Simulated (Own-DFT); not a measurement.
# Energy and forces against displacement in beta-Si3N4, 42 atoms (N24Si18)

All numbers below are calculated, not measured. The program, named Own-DFT, is a retired in-house plane-wave density functional code that no person has reviewed. Each row is one single-point run on a periodic cell that was not relaxed, without spin or spin-orbit coupling.

Settings of every run: PBE; PseudoDojo norm-conserving scalar-relativistic files; cutoff 42 hartree; 3 x 3 x 3 k mesh centred on Gamma; Fermi-Dirac smearing of 0.1 eV.

Known limits, some of them of some rows only: some atoms lie very close together; forces on such cells passed a denser k mesh, each cell not checked; stress not checked against mesh or cutoff.

Cell vectors in Å: (7.606, 0.000, 0.000); (-3.803, 6.587, 0.000); (0.000, 0.000, 8.727). In each run every atom was moved at random and independently from its ideal site; u is the rms move along one axis. E is the free energy for each atom above the fitted value at u = 0, and F the rms of the force components.

```
run,u (Å),E (meV/atom),F (eV/Å),largest force (eV/Å),P (GPa)
1,0.0207,24.9,0.960,2.63,5.75
2,0.0208,20.6,0.873,3.28,5.60
3,0.0220,23.4,0.923,3.22,5.68
4,0.0477,112.2,2.083,8.31,8.12
5,0.0509,121.0,2.102,7.04,8.15
6,0.0520,?,?,?,?
7,0.0919,481.5,4.760,17.87,18.30
8,0.1074,555.2,4.962,22.03,19.36
9,0.1120,545.2,4.946,20.21,17.44
10,0.1546,1094.2,7.186,24.57,34.25
```

## Worked fit

For small independent moves the energy grows as E = (3/2) K u², with K the mean stiffness felt by one atom. The runs with u up to 0.11 Å give K = 33.8 ± 1.6 eV/Å², with residuals divided by u² + 0.0006 Å², since the noise grows with the moves. The scatter is 11.1 meV/atom at u = 0.05 Å. The forces follow F = G u with G = 44.9 eV/Å²; no force at u = 0 is resolved. G exceeds K because the moves of its neighbours add to the force on an atom, and stiffness differs between atoms. At u = 0.155 Å the parabola gives 1211 meV/atom and the run 1094. The pressure follows P = 5.12 + 1341 u² GPa: at fixed volume, shortened bonds push harder than stretched ones pull.

## Withheld run

Question: what energy and rms force should run 6 give?

The fit gives 137 ± 13 meV/atom and about 2.34 eV/Å. The calculation gave 110.6 meV/atom and 1.877 eV/Å. This run lies off the fit, by chance or by something that the fit leaves out.
